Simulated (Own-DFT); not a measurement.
# Response to strain: C40 NbSi2, 36 atoms (Nb12Si24)

These are calculations, not measurements. They come from Own-DFT, an in-house plane-wave density functional program, since retired, whose code no person has reviewed. Each row is one single-point run on a periodic cell that was not relaxed, without spin or spin-orbit coupling.

Settings of every run: PBE; PseudoDojo norm-conserving scalar-relativistic files; cutoff 42 hartree; 4 x 4 x 5 k mesh centred on Gamma; cold (Marzari-Vanderbilt) smearing of 0.2 eV.

Known limits: forces on such cells failed a check on a denser k mesh; stress not checked against mesh or cutoff.

Unstrained cell vectors in Å: (0.000, 8.324, 0.000); (-9.613, 0.000, 0.000); (0.000, 0.000, 6.586). The unstrained cell was taken from the Materials Project. The random moves and any unrelaxed bonds add to the pressure at no strain. Each run strains this cell uniformly, with the atoms carried along. Every atom was also moved at random, by a Gaussian of width 0.05 Å on each axis. Strain is the symmetric tensor, in per cent. Stress is positive in tension, and the pressure is minus a third of its trace.

```
run,e_xx (%),e_yy (%),e_zz (%),e_yz (%),e_xz (%),e_xy (%),s_xx (GPa),s_yy (GPa),s_zz (GPa),s_yz (GPa),s_xz (GPa),s_xy (GPa),P (GPa),E (meV/atom)
1,1.51,-0.11,-0.76,1.05,1.40,1.05,2.50,-1.77,-6.30,3.90,4.05,2.64,1.86,4.4
2,-1.58,-1.92,0.20,-1.71,-1.81,1.53,-10.20,-11.58,-7.18,-5.67,-5.71,4.91,9.65,50.3
3,-0.49,0.91,-1.33,0.06,-1.00,-1.56,-4.47,-0.51,-9.54,-0.36,-3.40,-5.00,4.84,11.2
4,1.55,1.21,-1.65,-0.64,1.10,0.87,2.40,1.57,-9.59,-2.01,3.72,1.95,1.87,24.3
5,1.10,0.37,1.07,0.46,-0.14,0.61,3.01,0.51,2.16,1.09,-0.89,1.44,-1.89,0.0
6,-1.48,1.05,-1.85,1.12,0.64,1.35,-8.94,-1.50,-12.71,3.59,2.50,4.41,7.72,22.2
7,-1.71,0.78,-0.13,0.60,1.77,1.56,-8.68,-1.06,-5.14,1.70,5.99,4.76,4.96,23.7
8,1.42,-0.04,0.04,-0.33,0.64,-1.30,2.44,-1.26,-2.44,-1.15,2.36,-3.92,0.42,6.2
9,0.67,-1.65,-1.26,0.19,0.64,-1.46,-2.43,-9.63,-10.94,-0.16,1.60,-4.70,7.67,33.5
10,-1.13,0.96,0.29,-1.50,1.05,0.63,-5.27,0.52,-3.30,-5.36,2.97,1.84,2.68,15.2
11,0.80,-0.79,-0.88,-0.23,1.55,-1.86,-2.65,-5.03,-8.84,-0.17,5.85,-5.92,5.51,41.0
12,-0.39,-1.99,1.16,-1.13,1.57,-0.67,-4.44,-9.62,-1.54,-3.19,4.32,-2.13,5.20,32.1
13,-1.75,0.23,0.97,0.90,-1.16,-1.43,-8.86,-1.87,-1.36,2.75,-2.86,-3.90,4.03,26.0
14,-1.94,0.51,1.74,-1.48,-0.15,1.81,-8.40,-1.09,2.81,-4.26,-0.13,5.82,2.22,25.9
15,-1.99,1.38,1.74,-0.17,-0.97,-0.70,-7.55,1.93,3.52,0.13,-2.22,-2.87,0.70,15.5
16,1.06,0.31,-1.32,1.34,1.53,-1.06,?,?,?,?,?,?,?,?
```

E is the free energy for each atom above the lowest run shown.

## Worked fit

Each stress component was fitted by least squares to a constant and the strains of the runs shown, as fractions, with shears doubled. Shear strains stay in the fit of a normal stress only where such slopes are resolved. The slopes, in GPa:

```
stress,at no strain,per e_xx,per e_yy,per e_zz,scatter
s_xx,-2.8,376 ± 13,88 ± 14,89 ± 15,0.59
s_yy,-2.6,92 ± 9,383 ± 10,82 ± 10,0.41
s_zz,-4.2,90 ± 8,113 ± 8,460 ± 9,0.34
```

Each shear stress against twice its own strain: yz 162 ± 9, xz 158 ± 8, xy 153 ± 4 GPa. These are stiffnesses along x, y and z of the frame in which the cell vectors are given, which need not be the crystal's axes. The atoms are held to the strained lattice; where symmetry lets them move under strain, relaxing them would lower some slopes. The table should be nearly symmetric about its diagonal, and what it lacks of that shows the noise. A ninth of its sum, 197 ± 6 GPa, estimates the bulk modulus near the mean pressure of these runs, 3.8 GPa, so it lies above the value at zero pressure.

## Withheld run

Question: what normal stresses and pressure should run 16 give?

The fit gives s_xx = 0.3, s_yy = -1.5, s_zz = -9.0 and P = 3.4 GPa. The calculation gave -0.26, -1.43, -9.15 and P = 3.61 GPa.
